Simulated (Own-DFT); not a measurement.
# One host, several defects: 2H SiC

No measurement is shown. These are fixed-geometry runs of a retired plane-wave code named Own-DFT, which no person has reviewed; spin and spin-orbit coupling are neglected.

Method: PBE; PseudoDojo norm-conserving scalar-relativistic files; cutoff 42 hartree; 4 x 4 x 3 k mesh centred on Gamma; Fermi-Dirac smearing of 0.1 eV.

Known weak points (not all hold for every row): not probed for a lower state with spin; forces on such cells moved up to 12 meV/angstrom on a denser k mesh; forces on such cells passed a denser k mesh, each cell not checked; stress not checked against mesh or cutoff.

All runs share one cell, with vectors in Å (9.248, 0.000, 0.000); (-4.624, 8.009, 0.000); (0.000, 0.000, 10.068) and a volume of 745.7 Å³. Atoms were moved at random from their sites; u is the rms move along one axis. The defect's site can differ from row to row.

```
cell,formula,u (Å),P (GPa)
no defect,C36Si36,0.0341,4.16
no defect,C36Si36,0.0555,5.93
no defect,C36Si36,0.0622,7.05
one C vacancy,C35Si36,0.0268,3.39
one C vacancy,C35Si36,0.0275,3.72
one C vacancy,C35Si36,0.0316,3.75
two Al on a Si site each,Al2C36Si34,0.0294,5.91
two Al on a Si site each,Al2C36Si34,0.0455,6.76
two Al on a Si site each,Al2C36Si34,0.0518,7.73
one Al on a Si site and one N on a C site,AlC35NSi35,0.0305,4.14
one Al on a Si site and one N on a C site,AlC35NSi35,0.0308,3.99
one Al on a Si site and one N on a C site,AlC35NSi35,0.0483,?
one Al on a Si site and one N on a C site,AlC35NSi35,0.0567,6.38
two N on a C site each,C34N2Si36,0.0292,2.93
two N on a C site each,C34N2Si36,0.0311,3.00
two N on a C site each,C34N2Si36,0.0534,4.84
```

## What the rows give

P = P0 + c u² + a shift for each defect gives P0 = 3.00 GPa, c = 1003 ± 44 GPa/Å² and a scatter of 0.15 GPa. The shifts, and each times the cell's volume:

- two Al on a Si site each: 1.93 ± 0.13 GPa, 9.0 eV (4.5 eV for each of its 2 sites)
- one Al on a Si site and one N on a C site: 0.14 ± 0.13 GPa, 0.6 eV (not resolved)
- one C vacancy: -0.21 ± 0.15 GPa, -1.0 eV (not resolved)
- two N on a C site each: -0.97 ± 0.13 GPa, -4.5 eV (-2.3 eV for each of its 2 sites)

A positive shift means that the defect pushes the cell outwards. Shift times volume (160.2 GPa Å³ is 1 eV) depends little on the cell's size, so, taken for each site, it can be compared between cells at like pressure. The atoms around the defects weren't relaxed, which would change these numbers.

## Prediction

The question: what pressure belongs in the blank (one Al on a Si site and one N on a C site, u = 0.0483 Å)?

Estimate: 5.48 ± 0.18 GPa. DFT gave 5.41 GPa.
